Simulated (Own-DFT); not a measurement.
# How strain changes the stress of bcc W, 16 atoms (W16)

All numbers below are calculated, not measured. They come from Own-DFT, an in-house plane-wave density functional program, since retired, whose code no person has reviewed. Each row is one single-point run on a periodic cell that was not relaxed, without spin or spin-orbit coupling.

Settings of every run: PBE; PseudoDojo norm-conserving scalar-relativistic files; cutoff 50 hartree; 5 x 5 x 5 k mesh centred on Gamma; cold (Marzari-Vanderbilt) smearing of 0.2 eV.

Known limits: forces on such cells failed a check on a denser k mesh; stress not checked against mesh or cutoff.

Unstrained cell vectors in Å: (6.330, 0.000, 0.000); (0.000, 6.330, 0.000); (0.000, 0.000, 6.330). The unstrained cell has measured lattice constants (interpolated for alloys), not those of this functional. That, the random moves and any unrelaxed bonds set the pressure at no strain. Each run strains this cell uniformly, with the atoms carried along. Every atom was also moved at random, by a Gaussian of width 0.05 Å on each axis. Strain is the symmetric tensor, in per cent. Stress is positive in tension, and the pressure is minus a third of its trace.

```
run  e_xx (%)  e_yy (%)  e_zz (%)  e_yz (%)  e_xz (%)  e_xy (%)  s_xx (GPa)  s_yy (GPa)  s_zz (GPa)  s_yz (GPa)  s_xz (GPa)  s_xy (GPa)  P (GPa)  E (meV/atom)
  1      1.71     -0.93      0.98      0.85     -1.80      0.87        0.53       -7.29       -1.29        2.82       -5.56        2.94     2.68          31.3
  2     -1.27      0.70      1.40     -0.86      0.92     -1.11      -10.93       -3.55       -2.19       -2.35        2.67       -3.02     5.56          36.8
  3      0.46      0.16     -0.31      0.62     -1.60     -1.09       -6.29       -7.09       -8.37        1.38       -4.98       -3.89     7.25          42.4
  4     -1.35      0.43     -1.68      1.50     -1.76      1.71      -19.68      -14.19      -19.94        6.19       -6.65        6.88    17.94          85.9
  5     -0.59      1.76      1.32     -1.72      1.26      0.23       -3.75        3.27        2.12       -4.86        3.64        1.26    -0.55           0.0
  6      0.74      1.77      0.41     -0.34     -0.05      0.27       -0.75        2.42       -1.46       -0.99       -0.42        0.31    -0.07          53.6
  7     -0.07      0.80      1.96      0.23     -0.90      0.69       -2.52       -0.91        2.46        0.76       -2.52        2.00     0.32          45.7
  8      0.28     -1.02     -0.36     -0.55      0.65     -1.99      -10.42      -14.27      -12.18       -1.68        1.85       -6.08    12.29          54.7
  9     -1.27      1.63      1.15      0.92     -1.36      1.18       -9.03        0.87       -1.13        2.96       -4.10        3.68     3.10          23.3
 10     -1.17     -1.57     -0.79     -0.87     -0.36     -0.92      -19.60      -21.29      -18.61       -3.15       -1.16       -3.25    19.84          57.0
 11      0.89      1.91     -0.30     -1.86     -0.87      0.57        0.26        3.46       -3.29       -5.10       -2.23        1.09    -0.14          13.7
 12      1.91     -0.85      0.20     -0.36      0.03     -1.36        0.51       -8.26       -4.69       -1.21        0.29       -3.89     4.15          29.0
 13      0.87     -1.50     -0.97     -1.55     -1.95      1.46       -9.90      -17.11      -15.44       -4.72       -6.33        3.63    14.15          69.2
 14     -1.74      0.12      1.00     -0.22     -1.28     -1.16      -14.79       -9.10       -6.00       -1.36       -4.40       -3.80     9.96          36.2
 15      0.44      0.03     -1.35      0.11      1.66      1.08           ?           ?           ?           ?           ?           ?        ?             ?
```

E is the free energy for each atom above the lowest run shown.

## Worked fit

Each stress component was fitted by least squares to a constant and the strains of the runs shown, as fractions, with shears doubled. Shear strains stay in the fit of a normal stress only where such slopes are resolved. The slopes, in GPa:

```
stress  at no strain  per e_xx  per e_yy  per e_zz  scatter
  s_xx          -8.6  531 ± 15  218 ± 16  250 ± 18     0.62
  s_yy          -8.6  213 ± 17  530 ± 18  251 ± 21     0.72
  s_zz          -8.4  217 ± 16  224 ± 17  538 ± 19     0.66
```

Each shear stress against twice its own strain: yz 164 ± 6, xz 147 ± 7, xy 169 ± 8 GPa. These are stiffnesses along x, y and z of the frame in which the cell vectors are given, which need not be the crystal's axes. The atoms are held to the strained lattice; where symmetry lets them move under strain, relaxing them would lower some slopes. The table should be nearly symmetric about its diagonal, and what it lacks of that shows the noise. A ninth of its sum, 330 ± 8 GPa, estimates the bulk modulus near the mean pressure of these runs, 6.9 GPa, so it lies above the value at zero pressure.

## Withheld run

Question: what normal stresses and pressure should run 15 give?

The fit gives s_xx = -9.6, s_yy = -10.8, s_zz = -14.7 and P = 11.7 GPa. The calculation gave -7.66, -9.77, -14.39 and P = 10.61 GPa.
